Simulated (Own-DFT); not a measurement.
# How strain changes the stress of 4H SiC, 32 atoms (C16Si16)

All numbers below are calculated, not measured. The program, named Own-DFT, is a retired in-house plane-wave density functional code that no person has reviewed. Each row is one single-point run on a periodic cell that was not relaxed, without spin or spin-orbit coupling.

Settings of every run: PBE; PseudoDojo norm-conserving scalar-relativistic files; cutoff 42 hartree; 5 x 5 x 3 k mesh centred on Gamma; Fermi-Dirac smearing of 0.1 eV.

Known limits: forces on such cells passed a denser k mesh, each cell not checked; stress not checked against mesh or cutoff.

Unstrained cell vectors in Å: (6.165, 0.000, 0.000); (-3.083, 5.339, 0.000); (0.000, 0.000, 10.068). The unstrained cell has measured lattice constants (interpolated for alloys), not those of this functional. That, the random moves and any unrelaxed bonds set the pressure at no strain. Each run strains this cell uniformly, with the atoms carried along. Every atom was also moved at random, by a Gaussian of width 0.05 Å on each axis. Strain is the symmetric tensor, in per cent. Stress is positive in tension, and the pressure is minus a third of its trace.

```
run,e_xx (%),e_yy (%),e_zz (%),e_yz (%),e_xz (%),e_xy (%),s_xx (GPa),s_yy (GPa),s_zz (GPa),s_yz (GPa),s_xz (GPa),s_xy (GPa),P (GPa),E (meV/atom)
1,1.82,1.91,0.63,0.17,-1.40,-1.14,4.99,8.02,-3.04,1.08,-5.52,-4.22,-3.32,16.8
2,-1.92,0.13,1.17,1.09,-1.62,-0.26,-13.64,-7.48,-0.45,3.07,-4.49,-1.60,7.19,27.8
3,1.53,0.19,0.23,1.88,1.68,-0.07,2.79,-1.94,-3.98,7.92,5.97,-0.13,1.04,9.2
4,1.73,0.27,-1.77,1.41,-0.12,-0.66,3.20,-4.08,-13.96,4.40,0.59,-1.78,4.95,22.9
5,1.48,-0.24,1.69,1.23,-1.28,0.32,2.73,-3.61,4.33,4.13,-3.00,0.14,-1.15,4.3
6,-0.29,-1.70,1.15,-0.12,-0.47,-0.80,-7.28,-13.02,-0.68,0.52,-1.48,-5.07,6.99,0.0
7,-1.84,-1.42,-0.08,0.43,1.65,0.02,-19.00,-11.32,-10.13,-0.03,4.55,1.47,13.48,38.0
8,-0.14,-0.70,-0.03,-0.76,1.95,-1.99,-8.55,-9.01,-6.33,-2.96,7.50,-8.83,7.96,31.3
9,-1.89,-0.74,-0.72,-1.88,-0.86,0.01,-16.59,-10.02,-15.15,-5.60,-3.17,1.68,13.92,33.6
10,0.30,1.88,0.27,1.41,-0.31,1.34,1.52,3.16,-4.61,4.63,-1.39,5.97,-0.02,6.0
11,-1.82,1.77,-1.11,-1.89,0.80,0.13,-13.95,3.72,-13.82,-7.08,1.54,-0.25,8.02,23.7
12,-1.73,0.86,0.16,-0.45,-1.27,1.70,-13.22,-1.39,-6.01,-2.75,-4.90,6.88,6.87,8.4
13,-1.77,-0.75,-0.47,-1.89,-1.71,-1.44,-19.59,-9.90,-7.79,-6.28,-5.42,-8.38,12.43,28.8
14,1.95,1.41,0.33,-0.23,0.48,0.34,4.39,3.33,-2.07,-0.48,1.45,0.24,-1.88,30.3
15,-1.28,-1.06,0.16,-0.17,-0.74,1.05,-17.22,-8.26,-8.42,0.27,-1.91,7.52,11.30,75.3
16,0.05,-0.46,1.40,-1.74,-0.77,-0.67,?,?,?,?,?,?,?,?
```

E is the free energy for each atom above the lowest run shown.

## Worked fit

Each stress component was fitted by least squares to a constant and the strains of the runs shown, as fractions, with shears doubled. Shear strains stay in the fit of a normal stress only where such slopes are resolved. The slopes, in GPa:

```
stress,at no strain,per e_xx,per e_yy,per e_zz,scatter
s_xx,-6.3,518 ± 36,169 ± 47,97 ± 61,1.96
s_yy,-4.5,70 ± 28,479 ± 37,31 ± 48,1.54
s_zz,-6.5,83 ± 30,25 ± 39,556 ± 50,1.61
```

Each shear stress against twice its own strain: yz 156 ± 14, xz 158 ± 9, xy 240 ± 24 GPa. These are stiffnesses along x, y and z of the frame in which the cell vectors are given, which need not be the crystal's axes. The atoms are held to the strained lattice; where symmetry lets them move under strain, relaxing them would lower some slopes. The table should be nearly symmetric about its diagonal, and what it lacks of that shows the noise. A ninth of its sum, 225 ± 5 GPa, estimates the bulk modulus near the mean pressure of these runs, 5.9 GPa, so it lies above the value at zero pressure.

## Withheld run

Question: what normal stresses and pressure should run 16 give?

The fit gives s_xx = -5.4, s_yy = -6.3, s_zz = 1.2 and P = 3.5 GPa. The calculation gave -2.63, -5.96, 0.84 and P = 2.59 GPa.
